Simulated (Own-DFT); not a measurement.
# Which defects push the lattice out? C40 NbSi2

Everything here is calculated. The program is Own-DFT (plane waves, in-house, since retired, never reviewed by a person); positions were held fixed, and spin and spin-orbit coupling were off.

All runs used: PBE; PseudoDojo norm-conserving scalar-relativistic files; cutoff 42 hartree; 4 x 4 x 5 k mesh centred on Gamma; cold (Marzari-Vanderbilt) smearing of 0.2 eV.

Keep in mind: forces on such cells failed a check on a denser k mesh; stress not checked against mesh or cutoff.

All runs share one cell, with vectors in Å (0.000, 8.324, 0.000); (-9.613, 0.000, 0.000); (0.000, 0.000, 6.586) and a volume of 527.0 Å³. Atoms were moved at random from their sites; u is the rms move along one axis. The defect's site can differ from row to row.

```
cell,formula,u (Å),P (GPa)
no defect,Nb12Si24,0.0220,1.59
no defect,Nb12Si24,0.0491,2.40
no defect,Nb12Si24,0.0502,2.94
two Nb on a Si site each,Nb14Si22,0.0258,7.47
two Nb on a Si site each,Nb14Si22,0.0328,7.53
two Nb on a Si site each,Nb14Si22,0.0465,8.20
two Nb on a Si site each,Nb14Si22,0.0509,?
one Si vacancy,Nb12Si23,0.0319,0.99
one Si vacancy,Nb12Si23,0.0489,1.75
one Si vacancy,Nb12Si23,0.0526,1.72
two Si on a Nb site each,Nb10Si26,0.0317,1.68
two Si on a Nb site each,Nb10Si26,0.0404,1.95
two Si on a Nb site each,Nb10Si26,0.0460,2.14
two Nb vacancies,Nb10Si24,0.0278,-0.08
two Nb vacancies,Nb10Si24,0.0298,-0.13
two Nb vacancies,Nb10Si24,0.0492,1.19
```

## Fit

P = P0 + c u² + a shift for each defect gives P0 = 1.28 GPa, c = 570 ± 65 GPa/Å² and a scatter of 0.18 GPa. The shifts, and each times the cell's volume:

- two Nb on a Si site each: 5.71 ± 0.15 GPa, 18.8 eV (9.4 eV for each of its 2 sites)
- two Si on a Nb site each: -0.26 ± 0.15 GPa, -0.9 eV (-0.4 eV for each of its 2 sites) (not resolved)
- one Si vacancy: -0.97 ± 0.15 GPa, -3.2 eV
- two Nb vacancies: -1.73 ± 0.15 GPa, -5.7 eV (-2.8 eV for each of its 2 sites)

Positive is outwards. The product with the volume (160.2 GPa Å³ to the eV) is nearly free of the cell's size; divided by the bulk modulus at the cell's pressure it gives the volume that the defect adds. The atoms around the defects weren't relaxed, which would change these numbers.

## The run left out

Question: what pressure belongs in the blank (two Nb on a Si site each, u = 0.0509 Å)?

The fitted form gives 8.47 ± 0.23 GPa. Computed: 8.37 GPa.
